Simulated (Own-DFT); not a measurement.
# Response to strain: C40 NbSi2, 36 atoms (Nb12Si24)

All numbers below are calculated, not measured. They come from Own-DFT, an in-house plane-wave density functional program, since retired, whose code no person has reviewed. Each row is one single-point run on a periodic cell that was not relaxed, without spin or spin-orbit coupling.

Settings of every run: PBE; PseudoDojo norm-conserving scalar-relativistic files; cutoff 42 hartree; 4 x 4 x 5 k mesh centred on Gamma; cold (Marzari-Vanderbilt) smearing of 0.2 eV.

Known limits: forces on such cells failed a check on a denser k mesh; stress not checked against mesh or cutoff.

Unstrained cell vectors in Å: (0.000, 8.324, 0.000); (-9.613, 0.000, 0.000); (0.000, 0.000, 6.586). The unstrained cell was taken from the Materials Project. The random moves and any unrelaxed bonds add to the pressure at no strain. Each run strains this cell uniformly, with the atoms carried along. Every atom was also moved at random, by a Gaussian of width 0.05 Å on each axis. Strain is the symmetric tensor, in per cent. Stress is positive in tension, and the pressure is minus a third of its trace.

```
run  e_xx (%)  e_yy (%)  e_zz (%)  e_yz (%)  e_xz (%)  e_xy (%)  s_xx (GPa)  s_yy (GPa)  s_zz (GPa)  s_yz (GPa)  s_xz (GPa)  s_xy (GPa)  P (GPa)  E (meV/atom)
  1     -1.61      1.99     -1.56     -0.49      0.22      0.54       -7.60        2.02      -10.17       -0.83        0.59        1.28     5.25           2.5
  2      1.76     -1.12     -0.54     -1.27      1.39     -0.47        2.87       -6.64       -6.48       -4.23        4.32       -1.78     3.42          22.6
  3      1.65     -1.75     -0.66     -0.44      0.60     -0.29        2.11       -8.89       -6.78       -0.86        1.77       -0.96     4.52          12.4
  4      1.22     -0.39      1.73     -1.96      0.02     -1.94        2.69       -1.74        4.15       -5.66       -0.08       -5.27    -1.70          12.0
  5     -0.56     -1.81      1.54      0.61      0.44      1.11       -4.09       -8.77        1.95        1.60        1.25        3.23     3.64           0.0
  6     -0.03     -0.11      0.44     -0.77      0.41     -0.59       -1.85       -2.45       -2.53       -1.61        1.64       -1.26     2.28           5.8
  7     -0.32     -1.49     -0.26     -1.69      1.39     -1.03       -5.32       -8.90       -6.45       -5.62        4.05       -3.50     6.89          22.4
  8     -1.61      0.14      0.92     -1.26     -1.03     -0.12       -7.80       -1.51       -1.16       -4.29       -3.16       -0.55     3.49           4.7
  9      0.97     -1.33      1.19      0.21      1.56      0.72        0.68       -6.05        0.65        0.06        4.34        1.94     1.57          17.5
 10      1.60     -0.09     -0.62     -1.31      1.37     -1.44        2.67       -2.79       -5.26       -4.32        4.21       -3.85     1.79          14.5
 11      1.55      1.97     -0.55      1.40     -0.44     -0.13        4.23        4.94       -3.86        4.53       -0.89       -0.21    -1.77           5.6
 12      0.64     -1.44      1.17      0.13     -0.09     -1.26       -0.19       -6.54        1.08        0.29       -0.27       -3.34     1.88           5.4
 13     -0.22     -1.14      1.61     -0.71     -1.53      0.24       -3.32       -5.19        1.91       -2.11       -4.62        1.32     2.20          10.8
 14     -0.01      0.66      1.14     -1.70     -0.95     -1.72       -1.40        0.78        1.12       -4.51       -2.77       -5.05    -0.17          17.3
 15      0.32     -1.48      0.63      0.58      0.48     -1.35       -1.81       -7.93       -1.56        2.14        1.72       -3.54     3.77           8.3
 16     -1.00      1.78     -1.37      0.20      0.75      0.06           ?           ?           ?           ?           ?           ?        ?             ?
```

E is the free energy for each atom above the lowest run shown.

## Worked fit

Each stress component was fitted by least squares to a constant and the strains of the runs shown, as fractions, with shears doubled. Shear strains stay in the fit of a normal stress only where such slopes are resolved. The slopes, in GPa:

```
stress  at no strain  per e_xx  per e_yy  per e_zz  scatter
  s_xx          -2.4   359 ± 9    68 ± 9   60 ± 10     0.35
  s_yy          -2.7    54 ± 8   380 ± 8   107 ± 9     0.32
  s_zz          -3.9   62 ± 11   63 ± 11  431 ± 13     0.44
```

Each shear stress against twice its own strain: yz 157 ± 8, xz 147 ± 4, xy 139 ± 6 GPa. These are stiffnesses along x, y and z of the frame in which the cell vectors are given, which need not be the crystal's axes. The atoms are held to the strained lattice; where symmetry lets them move under strain, relaxing them would lower some slopes. The table should be nearly symmetric about its diagonal, and what it lacks of that shows the noise. A ninth of its sum, 176 ± 8 GPa, estimates the bulk modulus near the mean pressure of these runs, 2.5 GPa, so it lies above the value at zero pressure.

## Withheld run

Question: what normal stresses and pressure should run 16 give?

The fit gives s_xx = -5.6, s_yy = 2.0, s_zz = -9.4 and P = 4.3 GPa. The calculation gave -5.59, 2.07, -9.48 and P = 4.33 GPa.
